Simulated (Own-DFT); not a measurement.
# Shaking the atoms of 2H SiC, 32 atoms (C16Si16)

Calculated results; nothing here was measured. They come from Own-DFT, an in-house plane-wave density functional program, since retired, whose code no person has reviewed. Each row is one single-point run on a periodic cell that was not relaxed, without spin or spin-orbit coupling.

Settings of every run: PBE; PseudoDojo norm-conserving scalar-relativistic files; cutoff 42 hartree; 5 x 5 x 3 k mesh centred on Gamma; Fermi-Dirac smearing of 0.1 eV.

Known limits: forces on such cells passed a denser k mesh, each cell not checked; stress not checked against mesh or cutoff.

Cell vectors in Å: (6.165, 0.000, 0.000); (-3.083, 5.339, 0.000); (0.000, 0.000, 10.068). In each run every atom was moved at random and independently from its ideal site; u is the rms move along one axis. E is the free energy for each atom above the fitted value at u = 0, and F the rms of the force components.

| run | u (Å) | E (meV/atom) | F (eV/Å) | largest force (eV/Å) | P (GPa) |
|---|---|---|---|---|---|
| 1 | 0.0308 | 41.1 | 0.830 | 2.54 | 3.81 |
| 2 | 0.0317 | 49.8 | 0.945 | 2.59 | 4.06 |
| 3 | 0.0589 | 160.3 | 2.016 | 6.67 | 6.70 |
| 4 | 0.0656 | 173.8 | 2.085 | 7.81 | 7.04 |
| 5 | 0.1044 | ? | ? | ? | ? |
| 6 | 0.1050 | 539.2 | 4.502 | 14.45 | 16.08 |

## Worked fit

For small independent moves the energy grows as E = (3/2) K u², with K the mean stiffness felt by one atom. The runs with u up to 0.11 Å give K = 30.4 ± 2.0 eV/Å², with residuals divided by u² + 0.0006 Å², since the noise grows with the moves. The scatter is 11.2 meV/atom at u = 0.05 Å. The forces follow F = G u with G = 33.6 eV/Å²; no force at u = 0 is resolved. G exceeds K because the moves of its neighbours add to the force on an atom, and stiffness differs between atoms. The pressure follows P = 2.52 + 1211 u² GPa: at fixed volume, shortened bonds push harder than stretched ones pull.

## Withheld run

Question: what energy and rms force should run 5 give?

The fit gives 497 ± 53 meV/atom and about 3.51 eV/Å. The calculation gave 370.3 meV/atom and 3.208 eV/Å.
